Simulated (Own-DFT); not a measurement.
## Calculated data, GaN (wurtzite, strained, atoms displaced)

A calculation, not a measurement: plane-wave PBE density functional theory by an unreviewed code, no spin, of a simulated periodic cell, stress positive in tension, free energy of the whole cell less one offset for each atom, forces on such cells passed a denser k mesh, this cell's mesh not checked; offsets are fitted by least squares, one for each functional and potential file, so energies compare only between cells with the same atoms and settings and are not formation energies; the far tail of each file's local potential was reset to the Coulomb form; each entry is a single point on an unrelaxed cell, so the pressure reflects the starting lattice, mostly measured values (interpolated for alloys), from which strain is counted, and rises with the displacements; printed positions are rounded, which can move forces by about a meV/angstrom; the program, named Own-DFT, is a retired in-house code; no spin-orbit coupling. Program: Own-DFT development build.

Common to all runs: functional PBE; potential files PseudoDojo norm-conserving, scalar-relativistic, standard set with the stringent files for Ga; wave cutoff 96 hartree; occupations Gaussian; smearing width 0.01 eV; k mesh 3 x 4 x 3 centred on Gamma.

```yaml
- entry: 1
  formula: GaN
  kind: "wurtzite, strained, atoms displaced"
  structure:
    cell_angstrom: [[12.756, 0.0, 0.0], [-4.7835, 8.2853, 0.0], [0.0, 0.0, 10.6811]]
    atoms_fractional:
      - [Ga, 0.08022, 0.23452, 0.00725]
      - [Ga, 0.16834, 0.1086, 0.24435]
      - ["N", 0.08081, 0.21961, 0.18108]
      - ["N", 0.16724, 0.1096, 0.44463]
      - [Ga, 0.08928, 0.21358, 0.50309]
      - [Ga, 0.16173, 0.09686, 0.74878]
      - ["N", 0.08856, 0.22493, 0.69729]
      - ["N", 0.16524, 0.10964, 0.93066]
      - [Ga, 0.07873, 0.55396, 0.00353]
      - [Ga, 0.16345, 0.43514, 0.25388]
      - ["N", 0.08712, 0.55216, 0.18276]
      - ["N", 0.17181, 0.44438, 0.44392]
      - [Ga, 0.08194, 0.55846, 0.49256]
      - [Ga, 0.16806, 0.44688, 0.75297]
      - ["N", 0.07497, 0.5468, 0.68347]
      - ["N", 0.16601, 0.4462, 0.93547]
      - [Ga, 0.08681, 0.90279, 0.01098]
      - [Ga, 0.17423, 0.78035, 0.2477]
      - ["N", 0.07874, 0.88422, 0.19006]
      - ["N", 0.1692, 0.78408, 0.43011]
      - [Ga, 0.0812, 0.88498, 0.49176]
      - [Ga, 0.1679, 0.77986, 0.75379]
      - ["N", 0.07599, 0.8828, 0.69666]
      - ["N", 0.16004, 0.77205, 0.93744]
      - [Ga, 0.3341, 0.23276, 0.00499]
      - [Ga, 0.41972, 0.11459, 0.2484]
      - ["N", 0.33467, 0.22229, 0.18403]
      - ["N", 0.41577, 0.10543, 0.44442]
      - [Ga, 0.33018, 0.22326, 0.49467]
      - [Ga, 0.41364, 0.11134, 0.75546]
      - ["N", 0.33857, 0.23971, 0.69049]
      - ["N", 0.42304, 0.11327, 0.94589]
      - [Ga, 0.33184, 0.55248, 0.99299]
      - [Ga, 0.41972, 0.4392, 0.25309]
      - ["N", 0.32794, 0.55812, 0.18941]
      - ["N", 0.41906, 0.44433, 0.43977]
      - [Ga, 0.33156, 0.54583, 0.49823]
      - [Ga, 0.42391, 0.45073, 0.75045]
      - ["N", 0.33511, 0.56093, 0.68349]
      - ["N", 0.41502, 0.42841, 0.94042]
      - [Ga, 0.32408, 0.88521, 0.99705]
      - [Ga, 0.41956, 0.78546, 0.2499]
      - ["N", 0.33089, 0.89473, 0.18781]
      - ["N", 0.41025, 0.77077, 0.43304]
      - [Ga, 0.33661, 0.89661, 0.50189]
      - [Ga, 0.41058, 0.77736, 0.74235]
      - ["N", 0.33384, 0.88954, 0.6878]
      - ["N", 0.41674, 0.77251, 0.94577]
      - [Ga, 0.58307, 0.22367, 0.99937]
      - [Ga, 0.66232, 0.10478, 0.25921]
      - ["N", 0.59391, 0.23136, 0.18798]
      - ["N", 0.66802, 0.10867, 0.43556]
      - [Ga, 0.58589, 0.22903, 0.49023]
      - [Ga, 0.66401, 0.10134, 0.74859]
      - ["N", 0.58473, 0.22755, 0.68889]
      - ["N", 0.65372, 0.1114, 0.94368]
      - [Ga, 0.58779, 0.55969, 0.00347]
      - [Ga, 0.66553, 0.44556, 0.24988]
      - ["N", 0.59035, 0.55589, 0.18673]
      - ["N", 0.6706, 0.44978, 0.44012]
      - [Ga, 0.58483, 0.55633, 0.5011]
      - [Ga, 0.66261, 0.44528, 0.74451]
      - ["N", 0.57269, 0.5433, 0.68885]
      - ["N", 0.66983, 0.44539, 0.94399]
      - [Ga, 0.57659, 0.88459, 0.99343]
      - [Ga, 0.66226, 0.77776, 0.25226]
      - ["N", 0.59436, 0.89405, 0.19479]
      - ["N", 0.67236, 0.77781, 0.44022]
      - [Ga, 0.58927, 0.89169, 0.49713]
      - [Ga, 0.66521, 0.77778, 0.74857]
      - ["N", 0.58215, 0.8861, 0.68511]
      - ["N", 0.66358, 0.77797, 0.93835]
      - [Ga, 0.82826, 0.21739, 0.98836]
      - [Ga, 0.91283, 0.10812, 0.24682]
      - ["N", 0.83073, 0.22433, 0.19333]
      - ["N", 0.91355, 0.10975, 0.43517]
      - [Ga, 0.83816, 0.23194, 0.49659]
      - [Ga, 0.91217, 0.1061, 0.75123]
      - ["N", 0.83862, 0.2244, 0.68932]
      - ["N", 0.91832, 0.11462, 0.93555]
      - [Ga, 0.8297, 0.55425, 0.994]
      - [Ga, 0.9176, 0.44924, 0.24557]
      - ["N", 0.83989, 0.56471, 0.18412]
      - ["N", 0.91577, 0.4498, 0.44379]
      - [Ga, 0.83733, 0.56793, 0.49867]
      - [Ga, 0.90905, 0.45138, 0.7527]
      - ["N", 0.83383, 0.54985, 0.68529]
      - ["N", 0.92024, 0.44257, 0.93619]
      - [Ga, 0.83579, 0.88296, 0.00367]
      - [Ga, 0.91468, 0.77047, 0.25421]
      - ["N", 0.83898, 0.88538, 0.18859]
      - ["N", 0.91633, 0.77423, 0.44459]
      - [Ga, 0.82823, 0.88156, 0.5072]
      - [Ga, 0.91874, 0.77951, 0.74172]
      - ["N", 0.83096, 0.88108, 0.69175]
      - ["N", 0.92688, 0.77984, 0.9383]
  results:
    "free_energy_of_cell_above_offsets [eV]": "-4.395"
    "pressure [GPa]": 1.86
    "stress_xx [GPa]": -4.52
    "stress_yy [GPa]": -5.9
    "stress_zz [GPa]": 4.84
    "stress_yz [GPa]": 0.36
    "stress_xz [GPa]": -0.49
    "stress_xy [GPa]": -0.27
    force_element: [Ga, Ga, "N", "N", Ga, Ga, "N", "N", Ga, Ga, "N", "N", Ga, Ga, "N", "N", Ga, Ga, "N", "N", Ga, Ga, "N", "N", Ga, Ga, "N", "N", Ga, Ga, "N", "N", Ga, Ga, "N", "N", Ga, Ga, "N", "N", Ga, Ga, "N", "N", Ga, Ga, "N", "N", Ga, Ga, "N", "N", Ga, Ga, "N", "N", Ga, Ga, "N", "N", Ga, Ga, "N", "N", Ga, Ga, "N", "N", Ga, Ga, "N", "N", Ga, Ga, "N", "N", Ga, Ga, "N", "N", Ga, Ga, "N", "N", Ga, Ga, "N", "N", Ga, Ga, "N", "N", Ga, Ga, "N", "N"]
    "force_x [eV/angstrom]": [0.998, -0.728, 0.5, 0.578, -2.875, 0.147, -0.558, 0.101, 0.789, 0.232, -0.623, -1.486, 0.903, -0.578, 0.624, -0.058, 0.191, -1.406, 1.027, 0.194, 0.651, -0.62, 2.294, 0.211, 0.107, 0.461, -0.117, -0.362, 1.455, 0.297, -0.068, -2.07, 0.254, -1.097, 1.585, 0.398, 0.007, -3.087, 0.232, -0.068, 1.102, -0.049, 1.562, 0.881, 0.195, 1.29, -1.028, -1.622, -0.529, 0.814, -1.195, -0.425, 0.309, -0.459, 0.193, 3.032, -0.43, 1.712, -1.652, -0.299, -0.218, 1.034, 2.551, -1.236, 1.06, 2.308, -2.339, -1.227, -1.166, -0.084, -0.142, 0.653, -0.34, -0.131, 0.307, 0.98, 0.262, 1.171, -1.331, -0.406, 1.812, 0.221, -0.632, 0.028, 0.36, 3.027, -2.671, -1.545, 0.001, -0.183, -1.3, -0.616, 0.929, -0.783, -0.622, -1.571]
    "force_y [eV/angstrom]": [-1.06, -0.001, -0.241, -0.822, 1.326, 2.477, -1.126, 0.864, 0.185, 0.816, 0.375, -1.14, -0.105, -0.185, 1.331, 0.418, -0.979, -0.979, 0.55, -0.409, 0.162, -1.43, 0.312, 0.786, -3.539, -0.028, 0.001, 2.039, 0.007, 1.121, -2.937, -0.799, -0.537, 1.346, -0.371, -0.213, 1.627, -0.994, -0.594, 4.264, 0.371, -0.89, 0.377, 0.918, -2.052, -0.222, 0.663, 0.165, 1.006, 1.478, -1.242, 0.72, -0.785, 1.828, -1.242, -1.2, -0.694, 0.444, 0.35, 0.142, -0.253, -0.253, 2.949, -0.017, 1.023, -0.446, -0.528, -0.693, -0.773, -0.802, -0.285, 0.137, 0.099, 0.089, -0.239, -0.251, -0.928, 0.991, -0.457, -1.056, 0.929, -0.463, -1.464, 0.28, -2.668, -1.538, 1.621, -0.185, 0.503, 0.921, -0.015, 1.851, 1.733, -1.542, 0.436, -0.36]
    "force_z [eV/angstrom]": [-2.187, 0.539, 1.76, -1.951, 1.115, 0.513, -1.31, 1.8, -0.619, 0.126, 1.233, -1.143, 1.316, -0.783, 0.296, 0.27, -1.456, 0.079, 0.657, 0.736, 1.311, -0.465, -2.495, 0.333, -0.725, 0.155, 1.209, -1.639, 1.833, -0.197, -0.893, -0.91, 1.35, -0.553, -0.354, -0.859, 0.436, 1.401, 0.571, -1.084, 0.474, -0.241, -0.727, 0.851, -0.038, 0.998, -0.022, -1.647, 1.145, -1.456, 0.411, 1.118, 1.732, 0.08, -0.56, -1.607, -0.404, 0.277, 0.381, -0.719, 0.274, 0.967, -1.185, -1.441, 1.388, 0.152, -1.416, -0.379, 0.196, 0.607, -0.15, -0.367, 1.42, 0.437, -0.921, 0.539, 0.827, -0.052, -0.246, 0.466, 0.839, 0.378, 0.101, -1.629, 1.043, 0.181, -0.5, -0.008, -0.505, 0.043, 0.12, -1.237, -0.507, 2.169, -0.564, -0.505]
- entry: 2
  formula: GaN
  kind: "wurtzite, strained, atoms displaced"
  structure:
    cell_angstrom: [[12.756, 0.0, 0.0], [-4.7835, 8.2853, 0.0829], [0.0, 0.1037, 10.37]]
    atoms_fractional:
      - [Ga, 0.07649, 0.22564, 0.00297]
      - [Ga, 0.16535, 0.10189, 0.25395]
      - ["N", 0.09103, 0.23797, 0.19908]
      - ["N", 0.16332, 0.11313, 0.43382]
      - [Ga, 0.09011, 0.22593, 0.50546]
      - [Ga, 0.1596, 0.10248, 0.74289]
      - ["N", 0.08916, 0.23396, 0.6876]
      - ["N", 0.16532, 0.11263, 0.94975]
      - [Ga, 0.08006, 0.55329, 0.9992]
      - [Ga, 0.16804, 0.44379, 0.24833]
      - ["N", 0.08539, 0.54555, 0.19666]
      - ["N", 0.17407, 0.45048, 0.44083]
      - [Ga, 0.08551, 0.55727, 0.50468]
      - [Ga, 0.16766, 0.44643, 0.75711]
      - ["N", 0.09182, 0.56482, 0.6887]
      - ["N", 0.15981, 0.44241, 0.9439]
      - [Ga, 0.0805, 0.87947, 0.98956]
      - [Ga, 0.16064, 0.77915, 0.24867]
      - ["N", 0.08084, 0.89442, 0.18776]
      - ["N", 0.16978, 0.77965, 0.44252]
      - [Ga, 0.08408, 0.89064, 0.50532]
      - [Ga, 0.16682, 0.77326, 0.74367]
      - ["N", 0.0797, 0.88846, 0.68513]
      - ["N", 0.16265, 0.77067, 0.94834]
      - [Ga, 0.32514, 0.21444, 0.00215]
      - [Ga, 0.41084, 0.11552, 0.24459]
      - ["N", 0.33242, 0.22276, 0.18929]
      - ["N", 0.4116, 0.11301, 0.44663]
      - [Ga, 0.33394, 0.22441, 0.50113]
      - [Ga, 0.42119, 0.11155, 0.74899]
      - ["N", 0.32799, 0.22275, 0.68593]
      - ["N", 0.4204, 0.10686, 0.94545]
      - [Ga, 0.33176, 0.54483, 0.99738]
      - [Ga, 0.416, 0.44433, 0.25428]
      - ["N", 0.32512, 0.54789, 0.18838]
      - ["N", 0.41158, 0.43474, 0.44039]
      - [Ga, 0.33714, 0.55679, 0.49375]
      - [Ga, 0.41756, 0.44405, 0.75243]
      - ["N", 0.33673, 0.55545, 0.68911]
      - ["N", 0.41708, 0.44397, 0.93479]
      - [Ga, 0.33715, 0.88885, 0.99312]
      - [Ga, 0.41577, 0.77468, 0.2543]
      - ["N", 0.33296, 0.89747, 0.1935]
      - ["N", 0.4181, 0.78031, 0.44157]
      - [Ga, 0.3331, 0.88895, 0.49391]
      - [Ga, 0.41383, 0.7787, 0.7457]
      - ["N", 0.33752, 0.88683, 0.69391]
      - ["N", 0.41847, 0.78373, 0.93731]
      - [Ga, 0.5848, 0.22167, 0.00398]
      - [Ga, 0.66615, 0.11889, 0.25399]
      - ["N", 0.58246, 0.20512, 0.1909]
      - ["N", 0.66615, 0.11947, 0.4368]
      - [Ga, 0.58235, 0.22134, 0.50261]
      - [Ga, 0.66756, 0.11605, 0.75513]
      - ["N", 0.5798, 0.22898, 0.68978]
      - ["N", 0.66162, 0.11575, 0.93192]
      - [Ga, 0.57811, 0.55299, 0.00105]
      - [Ga, 0.67045, 0.44735, 0.25915]
      - ["N", 0.57499, 0.54845, 0.17948]
      - ["N", 0.67472, 0.4478, 0.44126]
      - [Ga, 0.58503, 0.54948, 0.50081]
      - [Ga, 0.66156, 0.44635, 0.75081]
      - ["N", 0.58859, 0.56611, 0.6909]
      - ["N", 0.66673, 0.44019, 0.93912]
      - [Ga, 0.58722, 0.88785, 0.00492]
      - [Ga, 0.66928, 0.77372, 0.25185]
      - ["N", 0.58563, 0.88883, 0.18592]
      - ["N", 0.65805, 0.77486, 0.44298]
      - [Ga, 0.58423, 0.89192, 0.50348]
      - [Ga, 0.66522, 0.77349, 0.74801]
      - ["N", 0.58262, 0.8855, 0.68833]
      - ["N", 0.66743, 0.77722, 0.93797]
      - [Ga, 0.8339, 0.23416, 0.00405]
      - [Ga, 0.91754, 0.11978, 0.24664]
      - ["N", 0.83738, 0.24336, 0.18786]
      - ["N", 0.92773, 0.11741, 0.43335]
      - [Ga, 0.82336, 0.21757, 0.49557]
      - [Ga, 0.9115, 0.10463, 0.74354]
      - ["N", 0.82781, 0.21792, 0.68534]
      - ["N", 0.91383, 0.1083, 0.94047]
      - [Ga, 0.83006, 0.55203, 0.99798]
      - [Ga, 0.91841, 0.45138, 0.256]
      - ["N", 0.83734, 0.54911, 0.19072]
      - ["N", 0.92297, 0.45794, 0.44129]
      - [Ga, 0.82845, 0.55266, 0.49729]
      - [Ga, 0.91129, 0.43508, 0.75144]
      - ["N", 0.83053, 0.55434, 0.69102]
      - ["N", 0.92069, 0.4461, 0.93869]
      - [Ga, 0.83134, 0.89235, 0.99743]
      - [Ga, 0.9145, 0.77195, 0.25141]
      - ["N", 0.83148, 0.88673, 0.1935]
      - ["N", 0.91179, 0.77164, 0.43892]
      - [Ga, 0.83478, 0.88125, 0.50393]
      - [Ga, 0.91543, 0.77649, 0.74523]
      - ["N", 0.83767, 0.89325, 0.68891]
      - ["N", 0.91512, 0.77495, 0.94108]
  results:
    "free_energy_of_cell_above_offsets [eV]": "-4.883"
    "pressure [GPa]": 7.03
    "stress_xx [GPa]": -7.09
    "stress_yy [GPa]": -7.54
    "stress_zz [GPa]": -6.44
    "stress_yz [GPa]": 1.37
    "stress_xz [GPa]": -0.34
    "stress_xy [GPa]": 0.36
    force_element: [Ga, Ga, "N", "N", Ga, Ga, "N", "N", Ga, Ga, "N", "N", Ga, Ga, "N", "N", Ga, Ga, "N", "N", Ga, Ga, "N", "N", Ga, Ga, "N", "N", Ga, Ga, "N", "N", Ga, Ga, "N", "N", Ga, Ga, "N", "N", Ga, Ga, "N", "N", Ga, Ga, "N", "N", Ga, Ga, "N", "N", Ga, Ga, "N", "N", Ga, Ga, "N", "N", Ga, Ga, "N", "N", Ga, Ga, "N", "N", Ga, Ga, "N", "N", Ga, Ga, "N", "N", Ga, Ga, "N", "N", Ga, Ga, "N", "N", Ga, Ga, "N", "N", Ga, Ga, "N", "N", Ga, Ga, "N", "N"]
    "force_x [eV/angstrom]": [1.194, -1.04, -0.216, 1.166, -0.866, 0.304, -0.778, -1.073, 0.585, -0.213, -2.171, -0.799, 0.71, 0.564, -1.06, 1.13, -0.564, 1.182, 0.079, -1.146, 0.017, -0.042, 0.709, 0.867, 1.479, 1.759, -0.787, 1.438, -0.974, -1.791, 0.972, -1.421, -0.983, -0.747, 2.216, 1.191, -0.374, -0.407, -0.479, 0.03, -0.869, -0.482, 0.325, 0.368, 0.153, 1.874, -1.994, 1.072, -0.546, 2.492, -3.076, -0.281, -1.016, -0.652, 1.441, 1.781, 0.995, -0.401, 1.467, -2.409, -1.167, 1.003, -0.359, -0.854, -1.004, -1.268, 0.082, 1.654, -0.386, -0.207, -0.043, -0.151, -0.035, 0.533, 0.14, -1.964, 2.774, 0.55, 0.504, -0.766, 0.338, 1.927, -2.231, -0.444, 2.428, 0.411, 0.183, -1.16, 0.716, -0.018, 0.4, 0.766, -1.141, -0.037, -0.52, -0.555]
    "force_y [eV/angstrom]": [-0.861, 1.584, -3.647, -0.622, 0.74, 1.711, -1.499, -0.805, 0.095, 0.758, 2.071, -0.262, -0.253, 0.373, -2.085, 0.403, 1.332, -0.507, -1.481, 0.096, -0.236, 1.407, -0.5, 0.89, 0.485, -0.64, 0.694, 0.209, -1.314, -0.452, -0.313, 1.314, 1.492, -0.42, 1.52, 1.92, -0.08, -0.138, 0.111, -0.824, -0.646, 0.497, -1.434, 0.239, 0.159, -1.112, 1.14, -1.512, -0.097, -1.851, 2.959, -1.206, -0.093, -0.993, -0.028, -0.402, -0.013, -0.914, 0.44, -1.244, 0.515, 0.044, -2.031, 0.544, 0.31, 0.082, 0.097, -0.181, -0.062, 1.752, 1.155, -0.204, -1.707, -0.13, -2.402, -0.781, 1.236, 1.777, 0.332, 0.991, 0.223, -0.033, 1.231, -1.493, 0.894, 1.159, -0.227, 0.211, -0.982, 0.734, 0.595, 0.525, 1.397, -0.704, -1.136, 0.11]
    "force_z [eV/angstrom]": [0.949, -0.919, -2.009, 1.625, -1.323, 1.679, 0.902, -1.922, 1.693, 2.069, -1.245, -0.07, -0.812, -0.666, 0.41, -0.731, 1.595, 0.037, -0.442, -0.363, -2.025, 1.425, 1.061, -1.895, -0.204, 1.15, -0.106, -1.245, 0.282, 0.827, 0.958, -1.187, 0.429, -0.659, -0.339, -0.387, 1.467, -0.936, -0.107, 0.67, 1.737, -1.152, -0.548, -0.328, 0.899, 1.043, -1.287, 0.014, 0.194, -0.458, -0.402, 0.429, 0.016, -1.359, -0.554, 1.92, -1.146, -2.201, 2.5, -0.321, 0.246, 0.513, -0.916, 0.124, -1.216, -0.019, 1.469, -0.516, -0.172, 0.743, 0.3, -0.279, -0.528, 0.338, 0.408, 1.18, 0.203, 0.899, -0.076, -0.655, 0.364, 0.405, -0.719, 0.432, 1.698, -0.552, -0.377, -0.677, 0.954, -0.413, -0.851, 0.166, -1.254, 1.208, -0.18, -0.879]
- entry: 3
  formula: GaN
  kind: "wurtzite, strained, atoms displaced"
  structure:
    cell_angstrom: [[12.756, 0.0, 0.0], [-4.7835, 8.2853, 0.0], [0.0, 0.0, 10.3182]]
    atoms_fractional:
      - [Ga, 0.0762, 0.21794, 0.99765]
      - [Ga, 0.17136, 0.11685, 0.25041]
      - ["N", 0.08494, 0.23672, 0.18077]
      - ["N", 0.16338, 0.11769, 0.4389]
      - [Ga, 0.07645, 0.21617, 0.49514]
      - [Ga, 0.16682, 0.10882, 0.7548]
      - ["N", 0.07564, 0.22566, 0.68363]
      - ["N", 0.16725, 0.11594, 0.94913]
      - [Ga, 0.0882, 0.55398, 0.01127]
      - [Ga, 0.17029, 0.44591, 0.25219]
      - ["N", 0.08208, 0.55106, 0.18971]
      - ["N", 0.16216, 0.43569, 0.4373]
      - [Ga, 0.08017, 0.55863, 0.50712]
      - [Ga, 0.16481, 0.46302, 0.75132]
      - ["N", 0.08329, 0.54983, 0.69063]
      - ["N", 0.1621, 0.44843, 0.9424]
      - [Ga, 0.0841, 0.88989, 0.99849]
      - [Ga, 0.16043, 0.77788, 0.2487]
      - ["N", 0.08988, 0.89775, 0.18893]
      - ["N", 0.16511, 0.77044, 0.44561]
      - [Ga, 0.09193, 0.88897, 0.50417]
      - [Ga, 0.16467, 0.78225, 0.74648]
      - ["N", 0.08509, 0.87932, 0.68621]
      - ["N", 0.1724, 0.79191, 0.93473]
      - [Ga, 0.34301, 0.22224, 0.99504]
      - [Ga, 0.41888, 0.12271, 0.25447]
      - ["N", 0.33185, 0.22091, 0.18154]
      - ["N", 0.41924, 0.11879, 0.43824]
      - [Ga, 0.32796, 0.21688, 0.51174]
      - [Ga, 0.42252, 0.10578, 0.74587]
      - ["N", 0.33943, 0.22851, 0.69259]
      - ["N", 0.41894, 0.11207, 0.93927]
      - [Ga, 0.33209, 0.55183, 0.00109]
      - [Ga, 0.41723, 0.43896, 0.24546]
      - ["N", 0.33844, 0.56373, 0.19821]
      - ["N", 0.41635, 0.44632, 0.44082]
      - [Ga, 0.3302, 0.55429, 0.49642]
      - [Ga, 0.41555, 0.44817, 0.74811]
      - ["N", 0.34181, 0.55889, 0.68763]
      - ["N", 0.41408, 0.43928, 0.94265]
      - [Ga, 0.32963, 0.88908, 0.01268]
      - [Ga, 0.41376, 0.77522, 0.25661]
      - ["N", 0.33151, 0.87807, 0.18845]
      - ["N", 0.41382, 0.78053, 0.43415]
      - [Ga, 0.32826, 0.88493, 0.50296]
      - [Ga, 0.42171, 0.78171, 0.74427]
      - ["N", 0.33659, 0.89386, 0.68432]
      - ["N", 0.41662, 0.76905, 0.93573]
      - [Ga, 0.58761, 0.22851, 0.99115]
      - [Ga, 0.66381, 0.10766, 0.25773]
      - ["N", 0.58767, 0.23166, 0.18324]
      - ["N", 0.67067, 0.10621, 0.43457]
      - [Ga, 0.58911, 0.22523, 0.49859]
      - [Ga, 0.66809, 0.11814, 0.75411]
      - ["N", 0.5756, 0.2228, 0.6907]
      - ["N", 0.66699, 0.10691, 0.94386]
      - [Ga, 0.57906, 0.55776, 0.0046]
      - [Ga, 0.66623, 0.43837, 0.24573]
      - ["N", 0.58268, 0.55573, 0.19184]
      - ["N", 0.67289, 0.45202, 0.4392]
      - [Ga, 0.57566, 0.55042, 0.50038]
      - [Ga, 0.66931, 0.457, 0.75082]
      - ["N", 0.5872, 0.5478, 0.68763]
      - ["N", 0.66997, 0.45397, 0.93135]
      - [Ga, 0.58686, 0.89443, 0.99513]
      - [Ga, 0.66718, 0.77726, 0.25405]
      - ["N", 0.58754, 0.89248, 0.1893]
      - ["N", 0.66848, 0.77752, 0.43726]
      - [Ga, 0.57304, 0.88474, 0.49897]
      - [Ga, 0.66781, 0.77682, 0.74728]
      - ["N", 0.58737, 0.89602, 0.69182]
      - ["N", 0.67271, 0.78353, 0.94514]
      - [Ga, 0.84176, 0.22513, 0.9972]
      - [Ga, 0.91678, 0.11749, 0.24434]
      - ["N", 0.82599, 0.22294, 0.18973]
      - ["N", 0.92097, 0.11467, 0.43439]
      - [Ga, 0.83916, 0.22423, 0.49985]
      - [Ga, 0.91621, 0.10577, 0.74889]
      - ["N", 0.83083, 0.21627, 0.68628]
      - ["N", 0.91933, 0.10382, 0.94297]
      - [Ga, 0.83253, 0.55438, 0.99533]
      - [Ga, 0.91555, 0.43793, 0.2476]
      - ["N", 0.82768, 0.55254, 0.19752]
      - ["N", 0.91708, 0.44983, 0.44212]
      - [Ga, 0.83001, 0.55981, 0.50323]
      - [Ga, 0.91268, 0.44671, 0.75548]
      - ["N", 0.8272, 0.55676, 0.69379]
      - ["N", 0.91534, 0.43239, 0.93627]
      - [Ga, 0.8304, 0.89471, 0.99988]
      - [Ga, 0.92823, 0.78707, 0.24273]
      - ["N", 0.83072, 0.88431, 0.18999]
      - ["N", 0.91463, 0.78289, 0.44264]
      - [Ga, 0.82973, 0.89194, 0.50029]
      - [Ga, 0.92362, 0.77924, 0.75513]
      - ["N", 0.83249, 0.89023, 0.67503]
      - ["N", 0.91396, 0.77603, 0.93597]
  results:
    "free_energy_of_cell_above_offsets [eV]": "-4.124"
    "pressure [GPa]": 8.16
    "stress_xx [GPa]": -7.81
    "stress_yy [GPa]": -6.91
    "stress_zz [GPa]": -9.77
    "stress_yz [GPa]": 0.12
    "stress_xz [GPa]": -0.58
    "stress_xy [GPa]": -0.49
    force_element: [Ga, Ga, "N", "N", Ga, Ga, "N", "N", Ga, Ga, "N", "N", Ga, Ga, "N", "N", Ga, Ga, "N", "N", Ga, Ga, "N", "N", Ga, Ga, "N", "N", Ga, Ga, "N", "N", Ga, Ga, "N", "N", Ga, Ga, "N", "N", Ga, Ga, "N", "N", Ga, Ga, "N", "N", Ga, Ga, "N", "N", Ga, Ga, "N", "N", Ga, Ga, "N", "N", Ga, Ga, "N", "N", Ga, Ga, "N", "N", Ga, Ga, "N", "N", Ga, Ga, "N", "N", Ga, Ga, "N", "N", Ga, Ga, "N", "N", Ga, Ga, "N", "N", Ga, Ga, "N", "N", Ga, Ga, "N", "N"]
    "force_x [eV/angstrom]": [1.833, -1.054, 0.559, 1.884, 0.513, -0.549, 1.89, 0.465, -1.569, -0.073, -0.387, -0.327, 0.6, 3.838, -3.3, 1.557, -0.394, 1.62, -0.02, -0.073, -2.632, 2.645, -1.652, -0.187, -1.771, 0.782, 0.317, -0.194, 0.17, -2.259, -0.712, 0.957, -0.225, -0.518, 0.019, -0.567, 0.008, 1.442, -2.218, 0.049, 1.463, 1.229, -1.237, -0.453, 0.801, -0.372, -0.349, -0.601, 0.086, -0.386, -0.418, -0.839, -0.166, -0.059, 3.022, 0.251, 0.853, -0.808, 0.26, -1.416, 1.571, 0.542, -3.092, -0.455, -0.636, -0.232, -0.79, -1.544, 2.091, 0.14, 0.008, -1.325, -1.284, 0.095, 1.255, -1.55, -0.501, -0.593, -0.12, -1.528, 0.22, -0.955, 2.085, -0.009, 0.976, 0.405, 2.137, -0.127, 1.396, -2.239, 0.794, 1.593, 0.757, -1.627, 0.656, 0.559]
    "force_y [eV/angstrom]": [1.476, 0.61, -1.648, -1.259, 1.017, 1.006, 0.179, -0.319, 1.108, 0.441, 0.881, 1.42, -1.774, -2.833, 2.402, -0.742, 0.329, -0.574, -0.117, 0.96, 0.266, -1.127, 1.966, -1.637, -0.235, -0.949, 0.082, -0.84, 1.067, 0.27, -1.408, -0.946, 0.285, 0.763, -1.769, -1.076, -0.387, -0.321, 0.378, 0.859, 0.089, 1.15, 1.326, -0.486, 1.078, -0.285, -1.34, 1.073, -0.099, 0.158, -2.144, 0.489, 0.266, -0.17, 1.274, 1.904, 0.327, 1.532, -0.252, -1.41, 0.739, -2.284, 1.888, -0.65, -1.602, 0.039, -0.611, -0.354, 0.497, 0.033, -0.437, -1.154, -1.679, -0.69, -0.332, -0.744, 0.076, 0.151, 0.973, 0.754, -0.193, 0.943, 1.23, -0.376, 0.715, -0.835, 0.522, 2.408, -1.461, -1.342, 1.089, 0.176, 0.044, -0.015, -0.394, 0.589]
    "force_z [eV/angstrom]": [0.147, -0.244, 1.071, -0.026, 1.152, -0.134, 1.051, -1.482, -1.782, 0.085, 1.093, 0.603, -1.038, 0.995, -0.479, -0.908, -0.015, 0.718, -0.503, -1.462, -1.44, 1.225, 0.449, 0.478, 0.267, -0.991, 0.715, 0.661, -1.646, 1.415, 0.785, -0.584, 0.508, 0.988, -1.393, -0.568, 0.136, 0.881, -0.495, -0.807, -2.584, -1.852, 1.921, 1.936, -1.174, 1.147, 0.635, 0.188, 0.841, -2.304, 0.08, 2.087, 0.211, -0.468, -0.752, -1.066, -0.312, 1.341, -0.296, -0.286, -0.352, 0.025, -0.301, 1.615, 1.329, -0.556, -0.095, 0.949, 0.277, 0.256, -0.713, -1.676, 1.025, 0.378, -0.742, -0.628, -0.208, -0.119, 0.833, -1.574, 1.308, 0.987, -1.97, -0.21, -0.391, -1.498, -0.475, 0.825, 1.272, 1.765, -0.386, -0.672, -2.179, -1.608, 3.686, 1.108]
```
